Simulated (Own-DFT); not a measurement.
Simulation results for In3GaP4 (zincblende random alloy, atoms displaced)

A calculation, not a measurement: plane-wave PBE density functional theory by an unreviewed code, no spin, of a simulated periodic cell, stress positive in tension, free energy of the whole cell less one offset for each atom, forces on such cells passed a denser k mesh, this cell's mesh not checked; offsets are fitted by least squares, one for each functional and potential file, so energies compare only between cells with the same atoms and settings and are not formation energies; the far tail of each file's local potential was reset to the Coulomb form; each entry is a single point on an unrelaxed cell, so the pressure reflects the starting lattice, mostly measured values, from which strain is counted, and rises with the displacements; printed positions are rounded, which can move forces by about a meV/angstrom; the program is a retired in-house code; no spin-orbit coupling. Program: Own-DFT development build.

Settings shared by all entries: functional PBE; potential files PseudoDojo norm-conserving, scalar-relativistic, standard set; wave cutoff 42 hartree; occupations Fermi-Dirac; smearing width 0.1 eV; k mesh 3 x 3 x 3 centred on Gamma.

(1) In3GaP4 (zincblende random alloy, atoms displaced)

```
cell vectors (Å)
  11.5283     0.0000     0.0000
   0.0000    11.5283     0.0000
   0.0000     0.0000    11.5283
atoms (fractions of the cell vectors)
In  0.00115  0.99996  0.99789
In  0.99878  0.25341  0.25064
In  0.24862  0.00193  0.24767
In  0.24977  0.24937  0.99467
P   0.12225  0.12574  0.12324
P   0.12612  0.37011  0.37410
P   0.37662  0.12569  0.37588
P   0.37345  0.37599  0.12621
In  0.99694  0.99675  0.49987
In  0.99859  0.24900  0.75276
In  0.24882  0.00202  0.75070
Ga  0.24776  0.25070  0.50035
P   0.12653  0.12350  0.62567
P   0.12540  0.37491  0.87267
P   0.37530  0.12478  0.87533
P   0.37117  0.37549  0.62487
In  0.99608  0.50137  0.99859
In  0.99853  0.74619  0.25252
Ga  0.25033  0.50033  0.24887
In  0.25038  0.75130  0.99979
P   0.12442  0.62897  0.11889
P   0.12566  0.87676  0.37425
P   0.37529  0.62370  0.37601
P   0.37062  0.87611  0.12262
In  0.99686  0.49529  0.50050
In  0.99913  0.74848  0.74989
In  0.25405  0.49957  0.75362
In  0.25280  0.75193  0.50134
P   0.12447  0.62352  0.62723
P   0.12925  0.87396  0.87743
P   0.37234  0.62920  0.87512
P   0.37642  0.87566  0.62570
In  0.49965  0.00022  0.00192
In  0.50172  0.24896  0.25160
In  0.75018  0.00487  0.24544
In  0.75109  0.24838  0.00422
P   0.62881  0.12717  0.12103
P   0.62887  0.37855  0.37674
P   0.87458  0.12704  0.37811
P   0.87506  0.37141  0.12297
Ga  0.49774  0.99780  0.49840
Ga  0.49982  0.24987  0.75123
Ga  0.75123  0.99971  0.75342
In  0.74858  0.24817  0.50124
P   0.62216  0.12560  0.62466
P   0.62257  0.37148  0.87893
P   0.87434  0.12248  0.87880
P   0.87045  0.37899  0.62296
In  0.50081  0.50059  0.99648
In  0.49821  0.75061  0.24891
Ga  0.75413  0.49887  0.25246
In  0.75270  0.75098  0.00132
P   0.62870  0.62664  0.12629
P   0.61890  0.87672  0.37672
P   0.87654  0.62072  0.37605
P   0.87856  0.87667  0.12159
In  0.49689  0.49973  0.50542
Ga  0.49698  0.74867  0.75297
In  0.74792  0.49704  0.75125
Ga  0.75152  0.74497  0.50125
P   0.63178  0.62604  0.62403
P   0.62446  0.87580  0.87550
P   0.87541  0.63140  0.87747
P   0.87235  0.87563  0.62549
```

Results for In3GaP4 (zincblende random alloy, atoms displaced): free energy of cell above offsets -31.976 eV; pressure 3.88 GPa; stress xx -3.9 GPa; stress yy -3.88 GPa; stress zz -3.85 GPa; stress yz 0.19 GPa; stress xz 0.26 GPa; stress xy -0.07 GPa.

Force:
```
element  x (eV/Å)  y (eV/Å)  z (eV/Å)
     In     0.332    -0.191     0.057
     In     0.043    -0.631    -0.031
     In    -0.013       0.2     0.219
     In    -0.045     0.173     0.631
      P     0.153     0.297      0.04
      P     1.332     0.693     0.242
      P    -0.306    -0.156     1.312
      P    -0.498     0.513      0.38
     In     0.298     0.293     0.011
     In    -0.201     0.099     -0.58
     In     0.346    -0.293    -0.021
     Ga     0.179    -0.267      0.02
      P     0.097     0.884    -0.913
      P    -0.311     0.255     0.293
      P     0.887     0.634    -0.775
      P     0.243    -1.687     0.164
     In     0.357    -0.166    -0.046
     In     0.208     0.451    -0.257
     Ga    -0.066     0.083     0.007
     In     0.051     0.017     0.057
      P      0.47    -1.219     1.292
      P    -0.071    -0.314     0.041
      P    -0.782    -0.601    -0.792
      P     0.514     0.008     0.355
     In     0.873     0.201     0.026
     In     0.294     0.445    -0.071
     In    -0.492     0.165    -0.325
     In    -0.386    -0.241    -0.063
      P     0.147    -0.102    -0.369
      P     -0.59     0.178    -0.613
      P     1.203     0.305    -0.566
      P     1.272     0.086     0.225
     In     0.081      0.01    -0.191
     In     0.212     0.437    -0.078
     In     0.139    -0.638     0.637
     In     0.027     0.223    -0.777
      P    -0.959    -0.249     0.515
      P     0.217     0.499    -0.746
      P     0.089    -0.185    -0.401
      P    -0.526     1.363     0.907
     Ga     0.052     0.182     0.313
     Ga    -0.128    -0.131    -0.151
     Ga    -0.391     0.039    -0.255
     In    -0.132     0.177     0.038
      P    -0.608    -0.875      0.89
      P    -0.285    -0.638     -1.08
      P    -0.737    -0.358      -1.1
      P     0.312    -0.909     0.598
     In    -0.194     0.312     0.643
     In    -0.049    -0.073    -0.008
     Ga    -0.327         0    -0.223
     In    -0.431      0.32     0.067
      P     0.404    -0.953     0.588
      P     0.827     0.018     0.911
      P    -1.484     0.258    -0.079
      P    -0.191    -0.124     0.717
     In     0.546     0.158    -0.363
     Ga     0.474     0.297    -0.384
     In     0.099     0.381     0.546
     Ga    -0.168     0.532    -0.221
      P     -0.85     1.139     0.262
      P     0.011    -0.176    -1.221
      P    -0.325    -0.893    -0.465
      P    -1.244    -0.255     0.162
```

(2) In3GaP4 (zincblende random alloy, atoms displaced)

```
cell vectors (Å)
  11.5283     0.0000     0.0000
   0.0000    11.5283     0.0000
   0.0000     0.0000    11.5283
atoms (fractions of the cell vectors)
In  0.99735  0.00048  0.99277
In  0.99729  0.24713  0.25141
In  0.25106  0.99932  0.25281
In  0.24871  0.25052  0.99879
P   0.12521  0.12427  0.12496
P   0.12782  0.37267  0.37792
P   0.37619  0.12743  0.37745
P   0.37576  0.37209  0.12315
In  0.00173  0.00223  0.49714
In  0.00553  0.25151  0.74854
Ga  0.24996  0.00041  0.74738
In  0.25484  0.24471  0.49603
P   0.12320  0.12713  0.62412
P   0.12815  0.37659  0.87295
P   0.37206  0.12383  0.87664
P   0.37480  0.37696  0.62616
In  0.00160  0.49897  0.99904
In  0.99759  0.75009  0.24614
In  0.24580  0.49681  0.24541
In  0.25148  0.74846  0.99865
P   0.12442  0.62785  0.12407
P   0.12592  0.87735  0.37411
P   0.37641  0.62548  0.37829
P   0.37300  0.87691  0.13080
In  0.00161  0.50364  0.50188
Ga  0.99936  0.74753  0.75419
Ga  0.25186  0.49698  0.75075
In  0.24756  0.75231  0.50117
P   0.12952  0.62434  0.62536
P   0.12717  0.87637  0.87466
P   0.37773  0.62443  0.87826
P   0.37986  0.86672  0.62774
In  0.50708  0.00143  0.99632
In  0.50299  0.24713  0.24614
Ga  0.74816  0.00064  0.24793
In  0.75113  0.25476  0.99707
P   0.62436  0.12725  0.12724
P   0.62413  0.37347  0.37592
P   0.87333  0.12533  0.37964
P   0.87083  0.37433  0.12306
In  0.50210  0.00368  0.50007
Ga  0.49848  0.24978  0.74877
In  0.75329  0.00154  0.75388
Ga  0.74689  0.25013  0.49980
P   0.62334  0.11977  0.62588
P   0.62187  0.37487  0.87527
P   0.87394  0.12535  0.87015
P   0.87806  0.37419  0.62203
In  0.49943  0.49976  0.99766
In  0.50265  0.75002  0.24942
In  0.74788  0.49684  0.25042
Ga  0.74699  0.74617  0.99629
P   0.62576  0.62639  0.12370
P   0.62221  0.87685  0.37918
P   0.87819  0.62606  0.37014
P   0.87506  0.87843  0.12472
Ga  0.49664  0.50294  0.49889
In  0.49496  0.74629  0.74810
In  0.74818  0.50187  0.74799
In  0.75113  0.74786  0.50025
P   0.62842  0.62426  0.63272
P   0.62130  0.87287  0.87993
P   0.87366  0.62397  0.87284
P   0.87709  0.87445  0.63129
```

The calculation gives: free energy of cell above offsets -31.553 eV; pressure 3.98 GPa; stress xx -3.97 GPa; stress yy -3.99 GPa; stress zz -3.99 GPa; stress yz -0.13 GPa; stress xz 0.04 GPa; stress xy 0.76 GPa.

Force:
```
element  x (eV/Å)  y (eV/Å)  z (eV/Å)
     In     0.236     0.101     0.521
     In     0.144     0.308    -0.072
     In    -0.052     0.521    -0.085
     In     -0.02    -0.141     0.165
      P    -0.241    -0.112      -0.1
      P    -0.466     0.116    -0.246
      P     0.499    -0.606    -0.781
      P     0.048     0.262     0.108
     In    -0.274    -0.503       0.6
     In    -0.524     0.108     0.111
     Ga     0.104    -0.158    -0.011
     In    -0.472     0.779     0.925
      P     1.283    -0.981     0.432
      P     0.486     0.696    -0.502
      P      0.31    -0.072    -1.614
      P      0.65     0.343     0.404
     In     -0.22     0.136     0.082
     In     0.283     0.496     0.154
     In     0.493     0.177     0.487
     In     0.092     0.488      0.23
      P    -0.002    -0.278    -0.132
      P    -0.371    -0.456    -0.002
      P     0.243    -0.775     0.021
      P     0.542    -0.142    -0.892
     In     0.065    -0.201    -0.346
     Ga     0.275     0.207    -0.246
     Ga     0.132     0.361    -0.029
     In     0.273    -0.016    -0.128
      P    -0.326    -0.024     1.772
      P     -0.03    -0.264    -1.427
      P    -1.175    -0.783    -1.014
      P    -1.315     2.081     -0.24
     In    -1.012     0.098     0.861
     In    -0.539     0.495     0.658
     Ga     0.035    -0.054     0.358
     In    -0.285    -0.704    -0.078
      P     1.412    -0.988    -0.102
      P    -0.238     0.088     1.399
      P     -1.67     0.022    -0.438
      P     0.783     0.162     0.295
     In    -0.701    -0.528      0.18
     Ga    -0.051    -0.069     0.059
     In    -0.752    -0.755    -0.252
     Ga     0.101    -0.052     0.244
      P     0.421     2.046     0.426
      P    -0.393    -0.696    -1.096
      P     0.374     0.881     0.495
      P    -1.094    -0.553    -0.338
     In     0.137    -0.109     0.541
     In    -0.204     0.104     0.208
     In     0.082     0.377     0.024
     Ga     0.232     0.347     0.291
      P     0.664     0.267    -0.654
      P     1.177     0.329    -1.059
      P    -0.414    -0.324     0.435
      P    -1.575    -0.136    -0.308
     Ga     0.337    -0.147     0.373
     In     0.883    -0.176     0.803
     In     0.535    -1.098     0.307
     In     0.128     0.212     0.158
      P    -1.283    -0.173    -1.864
      P     1.273     -1.06    -0.429
      P     0.206     1.253     0.378
      P     0.759    -0.727    -0.018
```

(3) In3GaP4 (zincblende random alloy, atoms displaced)

```
cell vectors (Å)
  11.5283     0.0000     0.0000
   0.0000    11.5283     0.0000
   0.0000     0.0000    11.5283
atoms (fractions of the cell vectors)
In  0.99847  0.99857  0.00128
In  0.00395  0.25094  0.24943
Ga  0.24819  0.00389  0.24779
In  0.24772  0.25481  0.99616
P   0.12896  0.12896  0.12281
P   0.12614  0.37593  0.37705
P   0.37329  0.12388  0.37347
P   0.37476  0.37794  0.12704
In  0.00177  0.99889  0.49860
In  0.99946  0.25267  0.74743
In  0.25054  0.00049  0.75145
In  0.25263  0.24847  0.50317
P   0.12435  0.12723  0.62659
P   0.12632  0.37466  0.87819
P   0.37677  0.12603  0.87338
P   0.37794  0.37332  0.62115
In  0.00167  0.50177  0.00218
In  0.00106  0.74814  0.25221
Ga  0.25032  0.50004  0.25280
In  0.25263  0.75203  0.99705
P   0.12442  0.62294  0.12400
P   0.12317  0.87270  0.37406
P   0.37486  0.62825  0.37344
P   0.37727  0.87479  0.12413
In  0.00281  0.49938  0.50154
In  0.99342  0.74739  0.75975
Ga  0.24867  0.50321  0.74704
In  0.24843  0.74718  0.50173
P   0.12673  0.62759  0.62673
P   0.12717  0.87683  0.87578
P   0.37457  0.62466  0.87243
P   0.37492  0.87761  0.63001
In  0.50551  0.00559  0.99146
In  0.49861  0.25055  0.25421
Ga  0.75309  0.00116  0.24918
In  0.75433  0.25252  0.00149
P   0.62450  0.12832  0.12962
P   0.62583  0.37432  0.37791
P   0.87891  0.12470  0.37836
P   0.87740  0.37457  0.12282
Ga  0.49987  0.99885  0.50053
Ga  0.49652  0.24737  0.74999
In  0.74338  0.99476  0.74633
Ga  0.75043  0.24861  0.50158
P   0.62328  0.12381  0.62419
P   0.62367  0.37358  0.87416
P   0.87414  0.12599  0.87259
P   0.87801  0.37071  0.62602
In  0.49713  0.49631  0.00056
In  0.49845  0.74794  0.25119
In  0.74773  0.49944  0.25135
In  0.74635  0.75094  0.00235
P   0.62658  0.62344  0.12597
P   0.62517  0.87628  0.37662
P   0.87624  0.62832  0.37563
P   0.87452  0.87674  0.13042
In  0.49799  0.49921  0.50157
Ga  0.50233  0.75149  0.74844
In  0.74975  0.49623  0.75018
In  0.75490  0.75015  0.49881
P   0.62624  0.62687  0.62956
P   0.62581  0.87462  0.87674
P   0.87508  0.62433  0.87414
P   0.87391  0.87711  0.62558
```

The calculation gives: free energy of cell above offsets -31.977 eV; pressure 3.89 GPa; stress xx -3.88 GPa; stress yy -3.91 GPa; stress zz -3.88 GPa; stress yz 0.34 GPa; stress xz 0.31 GPa; stress xy 0.06 GPa.

Force:
```
element  x (eV/Å)  y (eV/Å)  z (eV/Å)
     In     0.055     0.379    -0.035
     In    -0.235    -0.036     0.132
     Ga     0.207    -0.395    -0.019
     In     0.967    -0.378     0.484
      P     0.282    -1.081     0.618
      P     0.921     0.501    -0.706
      P    -0.048    -1.481     0.274
      P    -0.925     0.179     0.847
     In     0.117    -0.028     0.421
     In     0.392    -0.434      0.78
     In    -0.215     0.333    -0.107
     In    -0.259    -0.091    -0.355
      P     0.133    -0.392    -0.108
      P     0.072      1.26    -1.591
      P     0.227     1.017    -0.556
      P    -0.337     0.059     2.082
     In     -0.18     -0.16    -0.324
     In     0.062     0.007    -0.481
     Ga    -0.086     0.097    -0.129
     In    -0.096    -0.249     0.397
      P     1.152    -0.086     0.891
      P     1.179     0.938     -0.51
      P    -0.803    -1.265    -0.186
      P    -0.497      1.16     0.371
     In    -0.254     0.237     0.009
     In     0.878     0.865    -1.058
     Ga     0.248    -0.313     0.161
     In     0.456     0.663    -0.109
      P    -0.066    -0.795     1.044
      P    -0.474    -0.163    -0.007
      P     0.229    -0.032    -1.302
      P     1.419    -0.479    -0.668
     In     -0.27    -0.178     1.163
     In    -0.023     0.099    -0.141
     Ga     -0.34     0.198     0.369
     In    -0.536    -0.452    -0.205
      P     0.939    -0.797     0.141
      P     0.689    -0.629     0.763
      P    -1.611     0.332    -0.469
      P    -0.015     0.364     0.629
     Ga    -0.077     0.046    -0.102
     Ga     0.317     0.224     -0.18
     In      0.51     0.591      0.28
     Ga     0.028      -0.1    -0.068
      P    -0.799     0.894    -0.721
      P    -0.688     -0.88    -0.483
      P    -0.114    -0.414    -0.071
      P    -1.256     0.112    -1.169
     In     0.288     0.498    -0.268
     In     0.448     0.533    -0.265
     In     0.568    -0.139     0.047
     In     0.575    -0.077     0.091
      P    -0.491    -0.057    -0.144
      P     0.036     1.134    -0.151
      P    -0.001    -0.917    -0.001
      P    -0.655     0.341     0.252
     In     0.429      0.61    -0.142
     Ga     -0.19    -0.092     0.205
     In     0.016     0.043    -0.101
     In    -0.644     0.197     0.345
      P    -0.643      0.58     0.033
      P    -0.774    -0.974    -0.916
      P    -0.785    -0.575     0.908
      P     0.546    -0.353      0.11
```

(4) In3GaP4 (zincblende random alloy, atoms displaced)

```
cell vectors (Å)
  11.5283     0.0000     0.0000
   0.0000    11.5283     0.0000
   0.0000     0.0000    11.5283
atoms (fractions of the cell vectors)
In  0.99996  0.00046  0.99692
Ga  0.00085  0.25716  0.24752
In  0.25187  0.99722  0.25185
Ga  0.24693  0.25003  0.99850
P   0.12347  0.12487  0.12339
P   0.12430  0.37365  0.37156
P   0.37412  0.12452  0.37533
P   0.37302  0.37495  0.12784
In  0.99683  0.99716  0.50019
Ga  0.99685  0.24995  0.75077
Ga  0.24891  0.99639  0.74813
Ga  0.25496  0.24629  0.50252
P   0.12508  0.12532  0.62479
P   0.12523  0.37573  0.87418
P   0.37425  0.12311  0.87511
P   0.36995  0.37671  0.62630
In  0.99635  0.49505  0.00154
Ga  0.99882  0.75036  0.25133
In  0.24962  0.50111  0.25182
In  0.24698  0.75303  0.00127
P   0.12422  0.62598  0.12617
P   0.12322  0.86845  0.37580
P   0.37661  0.62478  0.37433
P   0.37326  0.87314  0.12467
In  0.00113  0.49941  0.49710
Ga  0.00121  0.75400  0.75427
In  0.25141  0.50199  0.75430
In  0.24751  0.74616  0.50001
P   0.12656  0.62379  0.62628
P   0.13041  0.87273  0.87588
P   0.37729  0.62617  0.87350
P   0.37483  0.87722  0.62456
In  0.49527  0.99412  0.99978
In  0.50058  0.24873  0.24959
In  0.75265  0.00367  0.24843
In  0.74965  0.24743  0.00295
P   0.62105  0.12373  0.12674
P   0.63161  0.37704  0.36740
P   0.87500  0.12711  0.37653
P   0.87622  0.37780  0.12507
In  0.49874  0.00051  0.49967
Ga  0.50179  0.25388  0.74871
In  0.74948  0.99910  0.74903
In  0.75238  0.24914  0.49906
P   0.62536  0.12436  0.62389
P   0.63084  0.37546  0.87486
P   0.87648  0.12493  0.87611
P   0.87179  0.37439  0.62538
In  0.50023  0.50198  0.99848
In  0.50174  0.75168  0.24890
In  0.74857  0.50193  0.25069
In  0.74904  0.75112  0.00034
P   0.62764  0.62553  0.12522
P   0.62507  0.87797  0.37896
P   0.87385  0.62111  0.37158
P   0.86862  0.87759  0.12666
In  0.50094  0.49973  0.49872
In  0.49816  0.74956  0.75290
In  0.75049  0.49486  0.75254
In  0.74934  0.74843  0.50167
P   0.62442  0.62609  0.62056
P   0.62563  0.87120  0.87365
P   0.88076  0.62445  0.87383
P   0.88020  0.87411  0.62541
```

It finds free energy of cell above offsets -31.831 eV; pressure 3.93 GPa; stress xx -3.91 GPa; stress yy -3.92 GPa; stress zz -3.95 GPa; stress yz 0.36 GPa; stress xz 0.14 GPa; stress xy -0.21 GPa.

Force:
```
element  x (eV/Å)  y (eV/Å)  z (eV/Å)
     In     0.109    -0.391     0.326
     Ga     0.002    -0.551     0.049
     In    -0.659     0.182    -0.071
     Ga     0.161    -0.064     0.072
      P     0.203     1.254      0.34
      P     0.257    -1.389     0.455
      P    -0.513     0.768     0.663
      P    -0.441    -0.567    -1.179
     In     0.656     0.434    -0.315
     Ga      0.28     0.057    -0.131
     Ga     0.127     0.411    -0.013
     Ga    -0.475     0.142    -0.109
      P     0.501     0.442     0.644
      P    -0.176    -1.479     0.122
      P    -0.653     0.859    -0.804
      P     0.687    -1.381    -0.297
     In     0.834     0.624    -0.249
     Ga    -0.144    -0.117    -0.217
     In    -0.053      0.07    -0.134
     In     0.394    -0.886     0.128
      P    -0.885     0.489     0.466
      P    -0.678    -0.018    -0.836
      P     0.014     0.152    -0.008
      P     0.087    -0.068     0.294
     In    -0.049    -0.119     0.383
     Ga     0.229    -0.369    -0.287
     In    -0.301    -0.057    -0.164
     In     0.457     0.171     0.191
      P    -1.052     0.575     0.785
      P     -0.74     0.611    -1.656
      P    -0.451      0.07     0.663
      P    -0.858      0.18     0.651
     In     0.477     0.426    -0.228
     In    -0.207      0.33     0.196
     In    -0.496     0.108     0.608
     In     0.099    -0.018      0.09
      P     0.097    -0.312    -0.509
      P    -0.918    -0.652     1.051
      P     1.075      0.52    -1.071
      P    -0.058    -1.168     0.971
     In    -0.057     0.175     0.218
     Ga    -0.163      -0.3     0.059
     In     0.199     0.035     0.062
     In    -0.464     0.206     0.049
      P     -0.72     0.885     0.678
      P    -1.482    -0.945    -0.101
      P     0.248     0.679    -0.962
      P     1.258     -0.57     0.442
     In     0.006    -0.441      0.28
     In     0.105    -0.032     0.268
     In     0.459     0.097    -0.696
     In     0.458    -0.377    -0.238
      P    -0.364     0.001    -0.175
      P     0.294    -0.137     -0.53
      P     0.852     1.348    -0.138
      P      1.58    -0.899     0.216
     In     0.025    -0.475    -0.151
     In     0.226     0.134    -0.835
     In     0.174      1.13    -0.546
     In     0.516     0.198    -0.334
      P    -0.022    -0.394     0.979
      P    -0.057     0.488     0.116
      P     0.033     0.876    -0.546
      P    -0.042     -0.95     1.014
```
